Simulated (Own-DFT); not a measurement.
## Calculated data, Hf₃₆O₇₁ (tetragonal hafnia with one neutral oxygen vacancy, atoms displaced)

A calculation, not a measurement: plane-wave PBE and HSE06 DFT by an unreviewed code, no spin, of a simulated cell at Gamma alone, so results move with cell size and shape, stress positive in tension, energies less offsets, not probed for a lower state with spin; hafnium file: forces about 75 meV/angstrom off all-electron values; oxygen file: force components 24 meV/angstrom off all-electron in a glass; k mesh not checked against a denser one; forces and stress are PBE's, HSE06 gives the energy alone, and its difference from PBE has offsets of its own; offsets are fitted by least squares, one for each functional and potential file, so energies compare only between cells with the same atoms and settings and are not formation energies; the far tail of each file's local potential was reset to the Coulomb form; each entry is a single point on an unrelaxed cell, so the pressure reflects the starting lattice, taken from the Materials Project, from which strain is counted, and rises with the displacements; printed positions are rounded, which can move forces by about a meV/angstrom; the program is a retired in-house code; no spin-orbit coupling. Program: Own-DFT development build.

Settings shared by all entries: first functional PBE; second functional HSE06; exact exchange share 0.25; screening 0.11 1/bohr; exchange divergence Gygi-Baldereschi; potential files PseudoDojo norm-conserving, scalar-relativistic, made for PBE, standard set; wave cutoff 48 hartree; occupations fixed; k mesh 1 x 1 x 1 centred on Gamma.

(1) 
```xyz
107
Lattice="10.7800 0.0000 0.0000 0.0000 10.7800 0.0000 0.0000 0.0000 10.4493" Properties=species:S:1:pos:R:3:force_x:R:1:force_y:R:1:force_z:R:1 formula=Hf36O71 PBE_energy_of_cell_above_offsets=-97.561 HSE06_less_PBE_above_offsets=0.019 PBE_pressure=1.07 PBE_stress_xx=-1.87 PBE_stress_yy=-0.48 PBE_stress_zz=-0.87 PBE_stress_yz=0.25 PBE_stress_xz=-0.1 PBE_stress_xy=-0.03
Hf     0.0228     0.0148     0.0265     -0.461     -1.395     -0.693
Hf     1.7374     1.8149     2.5223      2.041      0.044      2.613
O     10.7683     1.7689     1.6037     -0.143      -0.29     -2.118
O      1.7700     0.0200     3.6737      0.275     -0.916     -1.005
O     10.7730     1.7673     4.1245      0.209      0.629      1.001
O      1.8463    10.7784     1.0642     -0.839      0.005     -0.825
Hf     0.1194    10.6909     5.2829     -2.585      2.144     -1.251
Hf     1.8146     1.7745     7.7985      0.269      1.353      0.649
O      0.0747     1.8262     6.8415     -0.883      0.216     -0.436
O      1.7423     0.0338     8.7827      0.457     -0.564      0.728
O     10.6933     1.8142     9.4663       0.43     -2.051     -0.807
O      1.8223    10.7039     6.1671      1.088      0.464      1.544
Hf    10.7597     3.4645    10.4119     -0.439      4.147      0.654
Hf     1.7825     5.3698     2.5771     -1.131     -0.238      1.305
O     10.7618     5.4045     1.6055     -0.419     -0.145      0.089
O      1.7824     3.5800     3.6895       0.04     -0.043     -0.881
O      0.0497     5.3273     4.1283     -0.953      1.052      0.989
O      1.7898     3.5510     1.0434     -0.206     -0.315     -0.276
Hf     0.0018     3.6362     5.2282       0.67     -0.784     -0.342
Hf     1.8130     5.3836     7.8402     -0.054      0.244      -0.03
O     10.7659     5.3714     6.7980      0.251     -0.016      0.073
O      1.8196     3.6557     8.8544     -0.204      -1.74      0.432
O     10.7412     5.3994     9.4228      0.129     -0.466      0.362
O      1.8544     3.6625     6.2742     -1.184      0.083     -0.227
Hf     0.0573     7.2768     0.0233     -1.146     -1.306     -1.144
Hf     1.7794     8.9764     2.6278     -0.595        0.1      0.534
O     10.7477     8.9447     1.5896     -0.017      0.711      0.095
O      1.8083     7.1307     3.6881      -0.25      1.244     -0.404
O      0.0136     9.0468     4.2620      0.379     -2.284      -0.84
O      1.7731     7.1508     0.9959      1.035      0.309      0.985
Hf     0.0698     7.2006     5.2757     -0.454     -0.577     -0.682
Hf     1.8864     8.9193     7.8147     -2.366      0.063      1.408
O     10.7595     9.0248     6.8104      1.143     -0.079     -0.422
O      1.7740     7.2069     8.9601      0.442     -0.205     -0.996
O      0.0484     8.9987     9.3185     -0.561      0.596      1.594
O      1.7832     7.2525     6.3266      0.732     -0.496     -0.312
Hf     3.6092     0.0002    10.3630       0.47     -0.324      0.923
Hf     5.4569     1.7799     2.6335     -0.452      1.032     -0.047
O      3.6245     1.7889     1.6541     -0.569      0.438      -0.93
O      5.4710     0.0183     3.6883      -0.71     -1.082      -0.67
O      3.5059     1.7751     4.1386      0.758      0.243       0.82
O      5.3309     0.0454     1.0745       0.81     -1.105     -0.268
Hf     3.5899     0.0801     5.1914      0.289      0.055      0.061
Hf     5.3978     1.7362     7.8228     -0.108      1.257     -0.258
O      3.4988     1.8045     6.7966       1.43     -0.616     -0.488
O      5.3537     0.0269     8.8742      0.105      -0.88     -0.108
O      3.6080     1.7590     9.4293     -0.545      0.788      0.039
O      5.3997     0.0115     6.2278     -0.615     -0.161      0.208
Hf     3.6098     3.5260     0.0412      0.252      0.304     -0.266
Hf     5.3747     5.4575     2.5799     -0.237     -2.297      0.498
O      3.5381     5.4053     1.6543      1.537      0.108     -1.166
O      5.3616     3.6184     3.6375      0.269     -0.064     -0.367
O      3.5790     5.3877     4.1828       0.45      1.003      0.416
O      5.3971     3.5177     1.0843     -0.222      0.969     -0.667
Hf     3.5827     3.6039     5.2007      0.805      0.344     -0.049
Hf     5.3913     5.3910     7.9620     -0.457      0.004     -1.623
O      3.6817     5.3542     6.7844     -0.782      0.584      0.858
O      5.3312     3.5910     8.8866     -0.036     -0.237      0.324
O      3.5698     5.4220     9.4562      0.549     -0.295      0.402
O      5.4090     3.5470     6.2384     -0.755     -0.675     -0.387
Hf     3.6611     7.1910     0.0445     -1.427      0.016     -1.024
Hf     5.3638     9.0103     2.6200     -0.298      0.835      -0.06
O      3.5409     8.9318     1.5696      1.146     -0.387      0.486
O      5.5038     7.1366     3.6529     -0.596      1.645      0.154
O      3.5956     8.9654     4.2203      0.648      0.856     -1.022
O      5.4469     7.1058     0.9848     -1.216      0.311      1.541
Hf     3.6682     7.2720     5.2293     -0.829     -2.273      0.969
Hf     5.4567     8.9784     7.8217     -0.346      0.216       0.29
O      3.4842     8.9790     6.7849      3.381     -0.206     -0.589
O      5.4293     7.2636     8.9056     -0.392     -1.664     -0.087
O      3.6954     8.9649     9.3858     -0.909      0.286      0.285
O      5.4219     7.2090     6.3447     -0.254      0.453     -1.284
Hf     7.2456     0.0449     0.0485     -0.223      0.359      -1.01
Hf     9.0609     1.8180     2.5838     -2.005     -1.104      1.511
O      7.1672     1.8035     1.5386      1.053     -1.117      0.341
O      9.0194     0.0313     3.7340     -0.799     -1.193     -1.911
O      7.2340     1.7695     4.1629     -0.787      0.187      0.455
Hf     7.2140    10.7164     5.1359       0.57       2.61      1.824
Hf     9.0224     1.8226     7.7906     -1.505     -0.941      0.092
O      7.1199     1.7725     6.8848      1.809      0.208       -0.5
O      8.9527    10.7534     8.8215      0.006      0.653      1.007
O      7.1767     1.8065     9.4362     -0.007     -0.105      0.389
O      8.9848     0.0571     6.2909      0.201     -0.233     -0.261
Hf     7.1681     3.6782     0.0189     -0.311     -2.277     -0.033
Hf     8.9508     5.4023     2.6328      1.054     -0.587     -0.556
O      7.1991     5.4286     1.5212     -0.395     -0.401      0.474
O      8.9333     3.4843     3.6276      0.369      2.403      0.044
O      7.2052     5.3668     4.1092      0.486      0.582      0.257
O      8.9093     3.5885     1.0026      1.473     -0.101      0.574
Hf     7.1891     3.6177     5.1929     -1.242     -0.837      0.247
Hf     8.9368     5.3578     7.9027      0.758      0.384     -0.667
O      7.0816     5.2674     6.7457      0.972      1.269      0.732
O      9.0042     3.5636     8.9199     -0.081      0.216     -0.742
O      7.2000     5.3564     9.4044     -0.264       0.88      -0.46
O      8.9172     3.6768     6.2402      1.308     -0.853      0.298
Hf     7.2031     7.1577     0.0567      1.228       0.49     -1.935
Hf     8.8581     8.9596     2.6447      2.522      1.271       0.23
O      7.2065     8.9448     1.6207     -1.756      0.623     -0.444
O      8.9976     7.2335     3.6347     -0.363     -0.911      0.419
O      7.1415     9.0173     4.1985      0.237     -1.964     -1.196
O      8.9519     7.1933     1.0227      0.693      0.062       0.53
Hf     7.1895     7.1696     5.1713      0.421     -0.338      1.582
Hf     9.0266     9.0053     7.7737     -0.834     -0.665      0.748
O      7.1645     8.9425     6.7263      0.985      0.271      0.386
O      8.9697     7.1524     8.8543     -0.264      0.747     -0.284
O      7.1356     8.9176     9.4480      0.157      1.661      0.238
O      9.0584     7.2032     6.2559     -1.304     -0.227     -0.661
```

Units: PBE_energy_of_cell_above_offsets, HSE06_less_PBE_above_offsets in eV; PBE_pressure, PBE_stress_xx, PBE_stress_yy, PBE_stress_zz, PBE_stress_yz, PBE_stress_xz, PBE_stress_xy in GPa; force_x, force_y, force_z in eV/Å.

(2) 
```xyz
107
Lattice="10.7800 0.0000 0.0000 0.0000 10.7800 0.0000 0.0000 0.0000 10.4493" Properties=species:S:1:pos:R:3:force_x:R:1:force_y:R:1:force_z:R:1 formula=Hf36O71 PBE_energy_of_cell_above_offsets=-97.710 HSE06_less_PBE_above_offsets=0.012 PBE_pressure=2.15 PBE_stress_xx=-2.62 PBE_stress_yy=-1.06 PBE_stress_zz=-2.79 PBE_stress_yz=0.82 PBE_stress_xz=0.21 PBE_stress_xy=-0.01
Hf     0.0089     0.0053     0.0073      1.501     -0.349     -0.105
Hf     1.8212     1.7952     2.6176     -0.947      0.653      0.557
O     10.7773     1.7376     1.6389      0.024      0.067     -1.009
O      1.7827     0.0836     3.6816       0.36     -1.754     -0.151
O      0.0584     1.7989     4.1910     -0.938      0.298      0.132
O      1.8251    10.7155     1.1129     -0.299       0.02     -1.595
Hf     0.0300     0.0452     5.2020     -0.125     -0.471     -0.245
Hf     1.8128     1.8315     7.7884     -0.588     -0.817      0.106
O      0.0801     1.8529     6.8190     -1.498     -0.125     -0.026
O      1.7096    10.7115     8.7662      0.637      1.535      1.191
O     10.7192     1.7644     9.4003      0.633      0.279      0.845
O      1.7773     0.0044     6.2215      0.963      0.329      0.126
Hf     0.0049     3.6020    10.4228     -0.566      0.372     -0.203
Hf     1.7670     5.3680     2.5550      0.718     -0.264      0.866
O      0.0218     5.3964     1.5634      -0.98     -0.576      0.091
O      1.8275     3.5811     3.7130      0.319      0.384     -1.234
O      0.0146     5.4400     4.1504     -0.389      -0.97      0.079
O      1.8137     3.5745     1.0582     -0.384      0.228     -0.712
Hf    10.7309     3.6210     5.2007      1.231      0.403      0.355
Hf     1.8590     5.3318     7.9310     -1.271      2.167     -1.423
O     10.7522     5.3380     6.8108      0.676      -0.21      0.528
O      1.8172     3.5987     8.8416     -0.039     -1.452      1.066
O     10.7713     5.4411     9.4360     -0.112     -0.829      0.155
O      1.8262     3.5800     6.2194      0.736      -0.05       0.42
Hf    10.7173     7.2752     0.0132      2.257     -1.579     -0.774
Hf     1.7871     8.9626     2.6324      0.397      0.289     -0.207
O      0.0036     9.0513     1.5856     -0.103     -0.382     -0.269
O      1.7536     7.1359     3.6476      0.561      1.037     -0.673
O     10.7481     8.9743     4.1901      0.689      0.296      0.232
O      1.7669     7.2101     1.0110       0.46      0.028      0.453
Hf     0.0423     7.1719     5.2555     -1.458     -0.085     -0.419
Hf     1.8501     8.9425     7.8224     -1.538     -0.448      0.795
O      0.0904     8.9957     6.9036     -1.609      0.246     -0.938
O      1.7161     7.2310     8.8905      0.962      -1.29     -0.307
O     10.7599     8.9097     9.4051     -0.725      2.661      0.603
O      1.7248     7.1318     6.1854       1.99      0.209      0.722
Hf     3.6252     0.0461    10.4380     -0.848      0.013      0.367
Hf     5.3875     1.7357     2.6297     -0.173     -0.079     -0.455
O      3.4916     1.7331     1.5598      2.076      0.235     -0.569
O      5.3623     0.0070     3.6898      0.401     -0.003     -0.359
O      3.6349     1.7787     4.1945     -0.054      0.295      0.075
O      5.3180    10.7594     1.0575      1.325      0.592     -0.689
Hf     3.5523     0.0399     5.2325     -0.799     -0.858     -1.095
Hf     5.4156     1.8024     7.7826      0.428       0.54      1.126
O      3.6426     1.7968     6.8400      -0.56      0.207     -0.312
O      5.3894     0.0526     8.7945     -0.566     -0.928      0.465
O      5.2895    10.7623     6.1716      1.686     -0.091      1.363
Hf     3.6037     3.5731    10.3890     -0.265     -0.261      0.771
Hf     5.4109     5.4327     2.5640     -0.624     -0.125      0.814
O      3.6819     5.3452     1.5520     -1.542      0.415      0.601
O      5.4338     3.4938     3.6218     -0.772      2.034     -0.346
O      3.5950     5.4757     4.2408      0.554     -2.112     -0.309
O      5.3576     3.6290     0.9851     -0.114     -0.678      0.253
Hf     3.6685     3.5332     5.2263      -1.45      1.512     -0.541
Hf     5.4034     5.3157     7.7572      0.343      1.804      0.396
O      3.5718     5.4498     6.9062      0.792     -0.409     -0.809
O      5.3071     3.6163     8.7959     -0.044      -1.26      0.494
O      3.5896     5.3333     9.4519     -0.911      0.928     -0.018
O      5.4906     3.5827     6.2146     -1.607     -0.294      0.337
Hf     3.5979     7.2120    10.4386      0.273      -1.08      0.597
Hf     5.3646     8.9909     2.6888      0.044      0.035     -0.505
O      3.6358     8.9474     1.6624     -0.973     -0.436     -0.919
O      5.3836     7.2014     3.6470        0.2     -0.352     -0.659
O      3.6637     8.9753     4.0804     -1.141      0.913      1.581
O      5.4176     7.1886     0.9880     -0.003     -0.228      0.541
Hf     3.5773     7.2382     5.1126     -0.177     -0.511      1.456
Hf     5.3655     8.9806     7.8808      0.026     -1.371     -0.323
O      3.5033     8.8964     6.8228      2.684      0.196     -1.058
O      5.3932     7.0669     8.9184      -0.19      1.586     -1.418
O      3.5873     8.9354     9.4354       0.67      1.461     -0.184
O      5.4493     7.1728     6.1179     -1.898      0.647      1.462
Hf     7.2539    10.6378     0.0277     -1.878       1.95      0.235
Hf     8.9909     1.7953     2.5667      0.206     -0.424      1.253
O      7.2165     1.8720     1.6411      -0.79     -0.389     -0.739
O      8.9789    10.6830     3.6558      -0.22      2.074     -0.391
O      7.0756     1.8384     4.1205      0.992     -1.932      1.156
O      8.9775    10.7530     1.0031      0.146      0.106     -0.067
Hf     7.1680     0.0629     5.3146      0.631      -1.06     -1.465
Hf     8.9476     1.7053     7.8713      1.698       2.87     -0.558
O      7.2351     1.8081     6.8373     -0.903      -0.75      -1.17
O      8.9855     0.0326     8.8166     -0.409      -1.59      1.856
O      7.1692     1.8477     9.4061      0.007     -1.104      0.398
O      9.0512     0.0798     6.2592     -0.919     -0.112      0.066
Hf     7.1123     3.5751     0.0497      1.116      0.123     -1.211
Hf     8.9394     5.3576     2.5570      1.231      0.535      1.144
O      7.1786     5.3977     1.5653      0.319     -0.004      0.199
O      8.9834     3.5784     3.6587     -0.042      0.023     -1.159
O      7.1497     5.4351     4.1936      0.293     -0.775     -0.854
O      8.9559     3.5831     0.9714      0.719      0.157      0.879
Hf     7.1801     3.5746     5.1244      1.104      1.532       0.44
Hf     9.0038     5.3915     7.8814      -0.24      0.043     -0.754
O      7.1452     5.3812     6.7326      1.067      0.039      1.155
O      9.0228     3.5664     8.8889      0.101      0.319     -0.879
O      7.2153     5.4187     9.4995      0.254     -0.957     -0.508
O      8.9865     3.6425     6.1510     -0.921     -0.374      0.675
Hf     7.2669     7.1969     0.0423      -1.88     -0.708     -1.034
Hf     9.0225     8.9616     2.5990     -0.668       0.34      0.954
O      7.0939     9.0181     1.5890      1.898      0.124     -0.402
O      8.9880     7.2313     3.5645      -0.35     -1.404     -0.128
O      7.2070     8.9778     4.2248     -0.484      1.066      0.454
O      9.0253     7.1812     0.9833     -1.122      0.184      1.588
Hf     7.1578     7.2178     5.2038      1.858     -0.452      0.361
Hf     9.0384     9.0169     7.8904      0.795     -1.698     -1.536
O      7.2164     9.0119     6.9072     -0.768      0.664     -0.343
O      8.9764     7.2461     8.9179     -0.384     -0.563     -0.165
O      7.1622     8.9888     9.4273     -0.068     -0.251      -0.02
O      9.0364     7.1985     6.3282     -0.725      0.212     -0.583
```

Units: PBE_energy_of_cell_above_offsets, HSE06_less_PBE_above_offsets in eV; PBE_pressure, PBE_stress_xx, PBE_stress_yy, PBE_stress_zz, PBE_stress_yz, PBE_stress_xz, PBE_stress_xy in GPa; force_x, force_y, force_z in eV/Å.
